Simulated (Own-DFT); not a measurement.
# Response to strain: diamond-structure SiGeSn with randomly placed atoms, 64 atoms (Ge48Si8Sn8)

These are calculations, not measurements. They come from Own-DFT, an in-house plane-wave density functional program, since retired, whose code no person has reviewed. Each row is one single-point run on a periodic cell that was not relaxed, without spin or spin-orbit coupling.

Settings of every run: PBE; PseudoDojo norm-conserving scalar-relativistic files; cutoff 49 hartree; 3 x 3 x 3 k mesh centred on Gamma; Fermi-Dirac smearing of 0.1 eV.

Known limits: forces on such cells moved up to 12 meV/angstrom on a denser k mesh; stress not checked against mesh or cutoff.

Unstrained cell vectors in Å: (11.467, 0.000, 0.000); (0.000, 11.467, 0.000); (0.000, 0.000, 11.467). The unstrained cell has measured lattice constants (interpolated for alloys), not those of this functional. That, the random moves and any unrelaxed bonds set the pressure at no strain. Each run strains this cell uniformly, with the atoms carried along. Every atom was also moved at random, by a Gaussian of width 0.05 Å on each axis. The random placing of the alloy's atoms differs from row to row. Strain is the symmetric tensor, in per cent. Stress is positive in tension, and the pressure is minus a third of its trace.

```
run  e_xx (%)  e_yy (%)  e_zz (%)  s_xx (GPa)  s_yy (GPa)  s_zz (GPa)  P (GPa)  E (meV/atom)
  1     -1.00     -1.00      0.00       -6.81       -6.61       -6.13     6.52          30.6
  2     -2.75     -2.75      0.00      -10.61      -10.64       -8.80    10.02          92.6
  3      0.50      0.50      0.00       -4.46       -4.25       -4.77     4.49          33.8
  4     -2.00     -2.00      0.00       -8.98       -8.82       -7.56     8.45          63.3
  5      1.50      1.50      0.00       -2.42       -2.51       -3.28     2.73           0.0
  6     -0.50     -0.50      0.00       -5.75       -5.77       -5.25     5.59          13.5
  7     -0.25     -0.25      0.00       -5.69       -5.70       -5.39     5.59          41.5
  8     -2.50     -2.50      0.00       -9.94      -10.31       -8.48     9.57          86.6
  9     -0.75     -0.75      0.00           ?           ?           ?        ?             ?
```

E is the free energy for each atom above the lowest run shown.

## Worked fit

The change of volume is close to e_xx + e_yy + e_zz. A straight line through the runs shown gives P = 5.14 - 86 x (fractional change of volume) GPa, with an error of 4 on the slope and a scatter of 0.27 GPa. The strain isn't the same on all axes, but the crystal is cubic, so the slope still estimates the bulk modulus, averaged over pressures from 2.7 to 10.0 GPa.

## Withheld run

Question: what pressure should run 9 give? Its volume changes by -1.49 %.

The line gives 6.4 GPa. The calculation gave 6.03 GPa.
